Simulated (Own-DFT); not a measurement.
Simulation results for TiO$_{2}$ (rutile, atoms displaced)

All values are calculated (Own-DFT development build). A calculation, not a measurement: plane-wave PBE density functional theory by an unreviewed code, no spin, of a simulated periodic cell, stress positive in tension, free energy of the whole cell less one offset for each atom, oxygen file: force components 24 meV/angstrom off all-electron in one glass; forces on such cells passed a denser k mesh, this cell's mesh not checked; offsets are fitted by least squares, one for each functional and potential file, so energies compare only between cells with the same atoms and settings and are not formation energies; the far tail of each file's local potential was reset to the Coulomb form; each entry is a single point on an unrelaxed cell, so the pressure reflects the starting lattice, mostly measured values (interpolated for alloys), from which strain is counted, and rises with the displacements; printed positions are rounded, which can move forces by about a meV/angstrom; the program, named Own-DFT, is a retired in-house code; no spin-orbit coupling; before rounding, a Quantum ESPRESSO 7.3.1 run of the same cell and cutoff gave forces within 1 meV/angstrom rms on each cell, which checks the program and not the settings.

Common to all runs: functional PBE; potential files PseudoDojo norm-conserving, scalar-relativistic, standard set; wave cutoff 72 hartree; occupations Fermi-Dirac; smearing width 0.1 eV; k mesh 3 x 3 x 3 centred on Gamma.

(1) TiO$_{2}$ (rutile, atoms displaced)

```cif
# cell vector a (Å): 9.1874 0.0000 0.0000
# cell vector b (Å): 0.0000 9.1874 0.0000
# cell vector c (Å): 0.0000 0.0000 8.8761
data_TiO2
_symmetry_space_group_name_H-M 'P 1'
_symmetry_Int_Tables_number 1
_cell_length_a 9.1874
_cell_length_b 9.1874
_cell_length_c 8.8761
_cell_angle_alpha 90.000
_cell_angle_beta 90.000
_cell_angle_gamma 90.000
_cell_volume 749.22
loop_
_atom_site_label
_atom_site_type_symbol
_atom_site_fract_x
_atom_site_fract_y
_atom_site_fract_z
_atom_site_occupancy
Ti1 Ti 0.01653 0.00399 0.99709 1
Ti2 Ti 0.26040 0.25495 0.16233 1
O1 O 0.14585 0.15763 0.00097 1
O2 O 0.33883 0.34973 0.00826 1
O3 O 0.40503 0.10067 0.17278 1
O4 O 0.09382 0.40259 0.16267 1
Ti3 Ti 0.99737 0.00470 0.33232 1
Ti4 Ti 0.24218 0.24590 0.49756 1
O5 O 0.15366 0.14906 0.33844 1
O6 O 0.33749 0.35060 0.33169 1
O7 O 0.40589 0.08833 0.49665 1
O8 O 0.09527 0.41166 0.50451 1
Ti5 Ti 0.99656 0.00413 0.67236 1
Ti6 Ti 0.25441 0.25352 0.83502 1
O9 O 0.15265 0.14856 0.66671 1
O10 O 0.35764 0.35004 0.67383 1
O11 O 0.40376 0.10096 0.83866 1
O12 O 0.09878 0.40377 0.83312 1
Ti7 Ti 0.00039 0.50047 0.99522 1
Ti8 Ti 0.24756 0.74522 0.17322 1
O13 O 0.14789 0.65316 0.99447 1
O14 O 0.33970 0.84300 0.98846 1
O15 O 0.40027 0.58839 0.17474 1
O16 O 0.10153 0.90492 0.16440 1
Ti9 Ti 0.00341 0.48999 0.33480 1
Ti10 Ti 0.24759 0.74318 0.49343 1
O17 O 0.15433 0.65291 0.32763 1
O18 O 0.33961 0.84000 0.33829 1
O19 O 0.40277 0.58964 0.49874 1
O20 O 0.09911 0.90107 0.49846 1
Ti11 Ti 0.99890 0.49638 0.66659 1
Ti12 Ti 0.25537 0.74809 0.83688 1
O21 O 0.15474 0.65777 0.65804 1
O22 O 0.35679 0.84790 0.66038 1
O23 O 0.41013 0.60336 0.83142 1
O24 O 0.10317 0.90141 0.83653 1
Ti13 Ti 0.49687 0.99102 0.99837 1
Ti14 Ti 0.74608 0.24542 0.16989 1
O25 O 0.65182 0.14629 0.00830 1
O26 O 0.84787 0.34603 0.00299 1
O27 O 0.90394 0.10071 0.17180 1
O28 O 0.60033 0.40350 0.17391 1
Ti15 Ti 0.50537 0.00529 0.33254 1
Ti16 Ti 0.75006 0.24775 0.50217 1
O29 O 0.65498 0.14349 0.33034 1
O30 O 0.85367 0.34357 0.32360 1
O31 O 0.89981 0.09257 0.50091 1
O32 O 0.59778 0.40732 0.49743 1
Ti17 Ti 0.49553 0.00114 0.66526 1
Ti18 Ti 0.75592 0.26363 0.83373 1
O33 O 0.64900 0.15848 0.66017 1
O34 O 0.84106 0.34332 0.66250 1
O35 O 0.90088 0.08619 0.82813 1
O36 O 0.59636 0.39950 0.82505 1
Ti19 Ti 0.49638 0.50711 0.00177 1
Ti20 Ti 0.75452 0.74644 0.16979 1
O37 O 0.65151 0.65915 0.00248 1
O38 O 0.84208 0.85114 0.00522 1
O39 O 0.91194 0.59954 0.15900 1
O40 O 0.59370 0.91022 0.17295 1
Ti21 Ti 0.49136 0.49917 0.32295 1
Ti22 Ti 0.74464 0.75522 0.50255 1
O41 O 0.65740 0.65588 0.34234 1
O42 O 0.84595 0.84853 0.32971 1
O43 O 0.89838 0.59231 0.49824 1
O44 O 0.59938 0.90705 0.50415 1
Ti23 Ti 0.50222 0.50758 0.66406 1
Ti24 Ti 0.74079 0.74892 0.84618 1
O45 O 0.65511 0.65022 0.66460 1
O46 O 0.84564 0.85353 0.66739 1
O47 O 0.90175 0.58919 0.83664 1
O48 O 0.60336 0.90239 0.84099 1
```

| Quantity | Value |
| --- | --- |
| free energy of cell above offsets | -16.767 eV |
| pressure | 7.63 GPa |
| stress xx | -7.26 GPa |
| stress yy | -7.42 GPa |
| stress zz | -8.21 GPa |
| stress yz | 0.24 GPa |
| stress xz | 0.31 GPa |
| stress xy | -0.55 GPa |

Force:
```tsv
element	x (eV/Å)	y (eV/Å)	z (eV/Å)
Ti	-1.337	-0.753	0.464
Ti	-1.498	-1.249	1.673
O	0.784	0.321	-0.119
O	1.707	1.451	-1.45
O	-0.947	0.32	-0.683
O	0.876	-0.583	0.513
Ti	-0.106	-0.948	0.606
Ti	0.499	-0.543	0.454
O	0.263	0.711	0.189
O	0.415	0.056	0.465
O	-1.416	1.722	0.61
O	1.435	-1.783	-0.272
Ti	-0.12	-1.978	-1.415
Ti	0.039	-0.11	-1.818
O	0.78	1.211	0.055
O	-1.503	-0.982	-0.04
O	-0.255	-0.052	0.139
O	0.577	-0.748	-0.601
Ti	0.028	0.212	1.011
Ti	-0.973	1.405	-0.435
O	0.822	-0.111	0.289
O	1.68	1.07	1.953
O	-0.967	1.651	-2.624
O	0.317	-0.433	-0.01
Ti	-1.47	0.459	-0.926
Ti	-0.454	1.163	1.87
O	-0.804	-1.087	-0.204
O	1.403	0.848	-1.7
O	-0.604	0.694	-0.296
O	-0.053	-0.06	-0.193
Ti	-0.378	2.111	-0.042
Ti	-1.517	-0.141	-2.057
O	-0.82	-1.152	1.176
O	-0.255	-0.188	0.632
O	-0.056	-0.442	1.322
O	-0.16	0.253	-0.127
Ti	0.961	0.962	0.578
Ti	0.49	-0.669	-1.022
O	0.049	0.502	-0.785
O	-0.312	-0.23	-0.624
O	0.285	-0.253	-0.504
O	-0.515	0.34	-1.22
Ti	-0.213	-0.732	0.234
Ti	-1.121	-0.009	-0.271
O	0.212	0.876	0.566
O	-0.043	0.268	0.983
O	-0.109	0.776	-0.155
O	0.527	-0.839	-0.214
Ti	0.047	-0.232	-0.403
Ti	-1.092	-1.261	0.864
O	0.087	-0.333	0.404
O	1.447	0.825	0.401
O	-0.584	1.575	1.142
O	0.198	0.255	1.901
Ti	1.005	-0.711	-1.229
Ti	1.286	0.641	1.338
O	-1.732	-1.858	0.703
O	0.205	-0.379	-0.324
O	-1.154	0.525	0.818
O	0.255	-1.621	-1.001
Ti	2.243	-0.981	4.116
Ti	1.035	0.148	0.462
O	-1.105	-0.603	-1.318
O	0.278	0.115	0.006
O	0.463	-0.05	0.181
O	0.168	-0.346	-0.105
Ti	0.481	-0.86	-1.675
Ti	2.075	1.262	-2.119
O	-0.071	0.306	0.703
O	-0.02	-0.727	0.284
O	-0.84	0.767	-0.767
O	-0.818	0.235	-0.359
```

(2) TiO$_{2}$ (rutile, atoms displaced)

```cif
# cell vector a (Å): 9.1874 0.0000 0.0000
# cell vector b (Å): 0.0000 9.1874 0.0000
# cell vector c (Å): 0.0000 0.0000 8.8761
data_TiO2
_symmetry_space_group_name_H-M 'P 1'
_symmetry_Int_Tables_number 1
_cell_length_a 9.1874
_cell_length_b 9.1874
_cell_length_c 8.8761
_cell_angle_alpha 90.000
_cell_angle_beta 90.000
_cell_angle_gamma 90.000
_cell_volume 749.22
loop_
_atom_site_label
_atom_site_type_symbol
_atom_site_fract_x
_atom_site_fract_y
_atom_site_fract_z
_atom_site_occupancy
Ti1 Ti 0.99692 0.00220 0.00428 1
Ti2 Ti 0.24776 0.24982 0.17075 1
O1 O 0.15411 0.15279 0.00163 1
O2 O 0.35021 0.35125 0.99282 1
O3 O 0.40934 0.09912 0.16372 1
O4 O 0.10787 0.41203 0.16667 1
Ti3 Ti 0.99170 0.99417 0.33251 1
Ti4 Ti 0.24915 0.25224 0.50563 1
O5 O 0.15147 0.15806 0.32114 1
O6 O 0.34675 0.34203 0.33278 1
O7 O 0.40577 0.09742 0.50195 1
O8 O 0.10149 0.40796 0.50034 1
Ti5 Ti 0.99388 0.99426 0.67513 1
Ti6 Ti 0.24460 0.24787 0.84195 1
O9 O 0.15037 0.14859 0.67001 1
O10 O 0.35455 0.34784 0.66598 1
O11 O 0.39954 0.09845 0.83847 1
O12 O 0.09792 0.40019 0.83191 1
Ti7 Ti 0.00231 0.50364 0.00442 1
Ti8 Ti 0.25540 0.75712 0.15910 1
O13 O 0.15718 0.66042 0.99905 1
O14 O 0.34737 0.84514 0.01071 1
O15 O 0.39697 0.60696 0.16508 1
O16 O 0.10084 0.90386 0.17993 1
Ti9 Ti 0.99284 0.50967 0.33018 1
Ti10 Ti 0.24816 0.75285 0.49961 1
O17 O 0.14856 0.64063 0.33891 1
O18 O 0.35373 0.85212 0.32678 1
O19 O 0.39921 0.59539 0.50426 1
O20 O 0.08812 0.89647 0.49944 1
Ti11 Ti 0.01082 0.50378 0.65652 1
Ti12 Ti 0.25304 0.73918 0.84230 1
O21 O 0.15137 0.65179 0.67177 1
O22 O 0.34187 0.85131 0.66446 1
O23 O 0.40335 0.59607 0.83591 1
O24 O 0.09041 0.90131 0.83128 1
Ti13 Ti 0.50317 0.99031 0.00345 1
Ti14 Ti 0.75882 0.25526 0.18172 1
O25 O 0.65408 0.15033 0.99831 1
O26 O 0.85021 0.34869 0.00071 1
O27 O 0.90340 0.09785 0.15627 1
O28 O 0.59971 0.40707 0.16621 1
Ti15 Ti 0.50353 0.00518 0.32598 1
Ti16 Ti 0.75416 0.25264 0.49541 1
O29 O 0.65544 0.14271 0.33229 1
O30 O 0.85049 0.34097 0.32834 1
O31 O 0.90196 0.09911 0.49817 1
O32 O 0.60370 0.40150 0.50567 1
Ti17 Ti 0.50096 0.99730 0.66412 1
Ti18 Ti 0.76052 0.25355 0.82534 1
O33 O 0.65346 0.15714 0.66311 1
O34 O 0.85459 0.34939 0.66091 1
O35 O 0.89860 0.10238 0.82732 1
O36 O 0.59636 0.40242 0.83227 1
Ti19 Ti 0.50270 0.49654 0.99054 1
Ti20 Ti 0.74952 0.74574 0.17265 1
O37 O 0.65741 0.65123 0.00283 1
O38 O 0.84863 0.84412 0.00496 1
O39 O 0.90841 0.59325 0.16313 1
O40 O 0.58652 0.90873 0.17058 1
Ti21 Ti 0.49712 0.50015 0.32567 1
Ti22 Ti 0.74231 0.75538 0.49605 1
O41 O 0.64854 0.64935 0.34185 1
O42 O 0.84716 0.84592 0.32898 1
O43 O 0.90362 0.59978 0.49587 1
O44 O 0.60361 0.90622 0.49823 1
Ti23 Ti 0.49335 0.50076 0.66023 1
Ti24 Ti 0.74929 0.74504 0.83456 1
O45 O 0.64894 0.64797 0.66669 1
O46 O 0.85217 0.85650 0.67375 1
O47 O 0.89527 0.59395 0.83076 1
O48 O 0.59868 0.90480 0.83177 1
```

| Item | Value |
| --- | --- |
| free energy of cell above offsets | -16.767 eV |
| pressure | 6.79 GPa |
| stress xx | -6.48 GPa |
| stress yy | -6.56 GPa |
| stress zz | -7.32 GPa |
| stress yz | -0.53 GPa |
| stress xz | 0.29 GPa |
| stress xy | -0.55 GPa |

Force:
```tsv
element	x (eV/Å)	y (eV/Å)	z (eV/Å)
Ti	0.498	-0.531	-0.963
Ti	0.559	0.225	-0.046
O	-0.691	-0.616	0.204
O	-0.003	0.135	0.515
O	-0.87	0.633	0.127
O	-0.606	-0.176	-0.468
Ti	1.154	0.992	1.444
Ti	0.192	-0.885	0.542
O	-0.67	-0.691	1.161
O	1.024	1.028	0.305
O	-0.519	0.315	-0.096
O	0.086	-0.731	-0.362
Ti	1.103	0.799	-0.96
Ti	0.824	-0.366	-1.004
O	0.604	0.775	-0.76
O	-0.951	-0.453	-0.299
O	0.261	-0.608	-0.458
O	-0.184	0.667	0.165
Ti	0.011	-1.931	-2.152
Ti	-0.449	-0.473	3.207
O	-1.41	-1.05	0.144
O	0.517	0.718	-2.01
O	1.143	-1.378	0.619
O	-0.502	0.065	-1.196
Ti	2.229	0.006	0.933
Ti	0.054	0.641	-0.473
O	0.543	1.218	-0.033
O	-1.081	-0.932	1.111
O	-0.24	0.415	-0.884
O	0.568	-0.09	-0.64
Ti	-0.854	-0.577	1.466
Ti	-0.044	1.195	-2.301
O	0.543	0.444	0.009
O	0.25	-0.37	0.092
O	-0.563	0.984	-0.162
O	0.793	-0.31	1.027
Ti	0.855	3.268	-2.015
Ti	-2.185	-1.495	-4.998
O	0.102	-0.025	0.066
O	0.363	0.371	0.445
O	-0.296	0.144	1.001
O	-0.067	-0.01	0.679
Ti	-1.855	0.795	1.24
Ti	-0.736	-0.802	2.761
O	1.003	1.409	-0.088
O	1.333	1.511	1.249
O	0.032	0.009	-0.518
O	-0.496	0.424	-1.093
Ti	-0.716	1.283	0.894
Ti	-1.445	-0.141	1.306
O	0.081	-0.232	-0.112
O	-0.213	-0.113	-0.222
O	0.706	-0.526	1.189
O	0.206	0.335	0.302
Ti	0.155	-1.297	0.219
Ti	-0.388	0.234	-1.949
O	-0.371	0.249	0.488
O	-0.094	0.137	0.532
O	-1.803	1.541	0.327
O	2.744	-2.843	-0.277
Ti	-0.842	-0.636	0.032
Ti	-0.073	-0.263	2.09
O	0.559	0.586	-0.686
O	-0.572	-0.321	-0.035
O	-0.565	0.289	0.204
O	0.347	-0.73	0.193
Ti	0.892	-0.939	-0.06
Ti	0.449	-0.303	-0.467
O	0.884	1.309	-0.304
O	-1.914	-1.905	-0.565
O	0.466	0.382	0.346
O	0.138	-0.784	0.018
```

(3) TiO$_{2}$ (rutile, atoms displaced)

```cif
# cell vector a (Å): 9.1874 0.0000 0.0000
# cell vector b (Å): 0.0000 9.1874 0.0000
# cell vector c (Å): 0.0000 0.0000 8.8761
data_TiO2
_symmetry_space_group_name_H-M 'P 1'
_symmetry_Int_Tables_number 1
_cell_length_a 9.1874
_cell_length_b 9.1874
_cell_length_c 8.8761
_cell_angle_alpha 90.000
_cell_angle_beta 90.000
_cell_angle_gamma 90.000
_cell_volume 749.22
loop_
_atom_site_label
_atom_site_type_symbol
_atom_site_fract_x
_atom_site_fract_y
_atom_site_fract_z
_atom_site_occupancy
Ti1 Ti 0.99172 0.00224 0.99994 1
Ti2 Ti 0.25460 0.25196 0.15998 1
O1 O 0.14040 0.14825 0.00077 1
O2 O 0.34162 0.34844 0.99656 1
O3 O 0.41235 0.10037 0.16157 1
O4 O 0.09509 0.39137 0.15794 1
Ti3 Ti 0.99587 0.00208 0.32766 1
Ti4 Ti 0.24370 0.25510 0.49553 1
O5 O 0.15055 0.15016 0.33907 1
O6 O 0.34675 0.35148 0.33105 1
O7 O 0.40005 0.09514 0.49753 1
O8 O 0.09885 0.41166 0.50949 1
Ti5 Ti 0.00648 0.00686 0.67401 1
Ti6 Ti 0.24990 0.24758 0.83322 1
O9 O 0.15354 0.14243 0.66317 1
O10 O 0.35404 0.34916 0.66918 1
O11 O 0.40736 0.10261 0.83404 1
O12 O 0.11219 0.41082 0.83008 1
Ti7 Ti 0.99966 0.50477 0.99662 1
Ti8 Ti 0.25839 0.75017 0.15534 1
O13 O 0.14518 0.65489 0.99432 1
O14 O 0.34681 0.84495 0.99477 1
O15 O 0.39247 0.58730 0.16402 1
O16 O 0.09817 0.90067 0.16433 1
Ti9 Ti 0.00648 0.48728 0.32314 1
Ti10 Ti 0.24120 0.74915 0.50268 1
O17 O 0.16148 0.65361 0.33244 1
O18 O 0.34326 0.84651 0.33186 1
O19 O 0.41541 0.59681 0.50735 1
O20 O 0.09612 0.89205 0.49691 1
Ti11 Ti 0.00576 0.50242 0.67571 1
Ti12 Ti 0.25296 0.75489 0.83298 1
O21 O 0.14537 0.65165 0.66446 1
O22 O 0.35650 0.84362 0.67180 1
O23 O 0.39889 0.58435 0.83795 1
O24 O 0.09458 0.89806 0.83247 1
Ti13 Ti 0.49378 0.99913 0.00308 1
Ti14 Ti 0.74527 0.25252 0.15703 1
O25 O 0.64359 0.14951 0.00195 1
O26 O 0.84654 0.34800 0.99433 1
O27 O 0.90106 0.10301 0.17361 1
O28 O 0.59380 0.39821 0.16551 1
Ti15 Ti 0.49685 0.00470 0.32776 1
Ti16 Ti 0.75270 0.24857 0.50140 1
O29 O 0.64445 0.15716 0.32747 1
O30 O 0.84909 0.34853 0.33259 1
O31 O 0.90069 0.09636 0.48827 1
O32 O 0.59599 0.40259 0.50905 1
Ti17 Ti 0.50060 0.00002 0.66751 1
Ti18 Ti 0.74789 0.24612 0.83137 1
O33 O 0.65714 0.15670 0.65772 1
O34 O 0.85142 0.35514 0.65685 1
O35 O 0.91111 0.09751 0.83467 1
O36 O 0.60218 0.39297 0.84019 1
Ti19 Ti 0.49672 0.50417 0.00136 1
Ti20 Ti 0.74173 0.76006 0.17360 1
O37 O 0.65773 0.65544 0.00407 1
O38 O 0.84368 0.83999 0.99562 1
O39 O 0.90507 0.59450 0.16875 1
O40 O 0.60760 0.90626 0.16350 1
Ti21 Ti 0.50177 0.49947 0.33640 1
Ti22 Ti 0.75230 0.74169 0.51156 1
O41 O 0.65953 0.65028 0.33645 1
O42 O 0.84811 0.84807 0.33176 1
O43 O 0.91297 0.60169 0.49115 1
O44 O 0.59760 0.91079 0.50720 1
Ti23 Ti 0.50662 0.49996 0.66050 1
Ti24 Ti 0.74538 0.74880 0.83355 1
O45 O 0.65363 0.65301 0.66371 1
O46 O 0.84981 0.84530 0.66607 1
O47 O 0.89685 0.59843 0.83470 1
O48 O 0.59661 0.90890 0.84163 1
```

| Property | Result |
| --- | --- |
| free energy of cell above offsets | -17.081 eV |
| pressure | 6.08 GPa |
| stress xx | -5.8 GPa |
| stress yy | -6.16 GPa |
| stress zz | -6.29 GPa |
| stress yz | 0.03 GPa |
| stress xz | 0.35 GPa |
| stress xy | 0 GPa |

Force:
```tsv
element	x (eV/Å)	y (eV/Å)	z (eV/Å)
Ti	0.358	-1.35	1.434
Ti	-0.802	-0.081	0.521
O	1.593	0.824	-0.111
O	0.083	-0.676	0.482
O	-1.672	0.628	0.455
O	0.525	0.108	-0.023
Ti	0.208	-1.242	0.756
Ti	0.457	-0.033	0.138
O	0.797	0.767	-0.428
O	-0.328	-0.438	0.055
O	-0.153	0.388	0.09
O	1.157	-1.589	-0.881
Ti	-0.561	-1.633	-1.874
Ti	0.558	0.366	-0.806
O	0.586	1.102	0.227
O	-1.02	-1.015	-0.037
O	-0.822	0.169	0.378
O	-0.714	-0.555	0.409
Ti	-0.768	0.589	0.935
Ti	-1.891	-0.13	3.124
O	0.695	0.16	0.243
O	0.702	0.552	0.035
O	0.673	0.446	0.305
O	-0.07	0.184	-0.533
Ti	-1.124	1.552	1.228
Ti	-0.549	0.297	-1.689
O	-0.235	-0.89	-0.243
O	1.111	0.504	-0.671
O	-0.997	0.579	-0.953
O	0.05	0.71	0.615
Ti	-1.055	0.26	-1.735
Ti	-0.7	-0.993	-1.328
O	1.333	1.003	0.68
O	-0.596	-0.186	0.179
O	-0.144	1.166	-0.078
O	0.352	0.132	0.055
Ti	1.135	0.255	-1.695
Ti	-0.016	0.186	1.289
O	1.345	0.557	-0.47
O	0.059	-0.452	-0.095
O	-0.146	-0.324	-1.215
O	0.013	0.421	0.336
Ti	0.377	-0.279	2.614
Ti	0.855	0.092	-1.188
O	0.257	-0.026	0.174
O	-0.094	-0.051	-0.278
O	-0.011	0.181	1.288
O	0.61	-0.622	-1.556
Ti	0.169	-0.219	-1.166
Ti	-0.673	1.226	-0.226
O	-0.356	-0.634	1.188
O	-0.518	-0.961	0.844
O	-1.242	0.697	-0.466
O	-0.028	0.398	-0.152
Ti	1.022	-0.047	-0.884
Ti	1.75	-0.972	0.252
O	-1.598	-1.15	-0.325
O	0.943	1.31	0.193
O	0.617	-0.423	-0.432
O	-1.512	0.515	0.176
Ti	0.486	0.24	0.011
Ti	2.01	0.674	-1.887
O	-1.296	-0.588	-0.346
O	-0.126	0.142	-0.031
O	-0.969	0.231	0.481
O	0.275	-0.618	-0.663
Ti	-0.98	-0.719	1.571
Ti	0.515	0.691	0.975
O	-0.51	-0.458	0.958
O	-0.223	0.257	0.407
O	0.393	-0.548	0.04
O	0.433	-0.657	-0.673
```
